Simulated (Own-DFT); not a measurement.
# What random displacements cost in diamond germanium, 16 atoms (Ge16)

These are calculations, not measurements. The program, named Own-DFT, is a retired in-house plane-wave density functional code that no person has reviewed. Each row is one single-point run on a periodic cell that was not relaxed, without spin or spin-orbit coupling.

Settings of every run: PBE; PseudoDojo norm-conserving scalar-relativistic files; cutoff 42 hartree; 5 x 5 x 5 k mesh centred on Gamma; Fermi-Dirac smearing of 0.1 eV.

Known limits: k mesh not checked against a denser one; stress not checked against mesh or cutoff.

Cell vectors in Å: (0.000, 5.658, 5.658); (5.658, 0.000, 5.658); (5.658, 5.658, 0.000). In each run every atom was moved at random and independently from its ideal site; u is the rms move along one axis. E is the free energy for each atom above the fitted value at u = 0, and F the rms of the force components.

| run | u (Å) | E (meV/atom) | F (eV/Å) | largest force (eV/Å) | P (GPa) |
|---|---|---|---|---|---|
| 1 | 0.0171 | 3.8 | 0.202 | 0.57 | 3.84 |
| 2 | 0.0211 | 9.6 | 0.356 | 0.84 | 3.92 |
| 3 | 0.0519 | 50.8 | 0.798 | 2.78 | 4.44 |
| 4 | 0.0532 | 45.1 | 0.733 | 2.11 | 4.38 |
| 5 | 0.0570 | 45.1 | 0.712 | 2.06 | 4.31 |
| 6 | 0.0943 | ? | ? | ? | ? |
| 7 | 0.0990 | 194.5 | 1.715 | 5.67 | 6.51 |
| 8 | 0.1038 | 170.3 | 1.463 | 4.73 | 5.78 |
| 9 | 0.1475 | 448.2 | 2.663 | 8.24 | 9.71 |

## Worked fit

For small independent moves the energy grows as E = (3/2) K u², with K the mean stiffness felt by one atom. The runs with u up to 0.11 Å give K = 11.4 ± 0.8 eV/Å², with residuals divided by u² + 0.0006 Å², since the noise grows with the moves. The scatter is 6.8 meV/atom at u = 0.05 Å. The forces follow F = G u with G = 14.7 eV/Å²; no force at u = 0 is resolved. G exceeds K because the moves of its neighbours add to the force on an atom, and stiffness differs between atoms. At u = 0.148 Å the parabola gives 371 meV/atom and the run 448. The pressure follows P = 3.76 + 227 u² GPa: at fixed volume, shortened bonds push harder than stretched ones pull.

## Withheld run

Question: what energy and rms force should run 6 give?

The fit gives 151 ± 24 meV/atom and about 1.39 eV/Å. The calculation gave 167.4 meV/atom and 1.576 eV/Å.
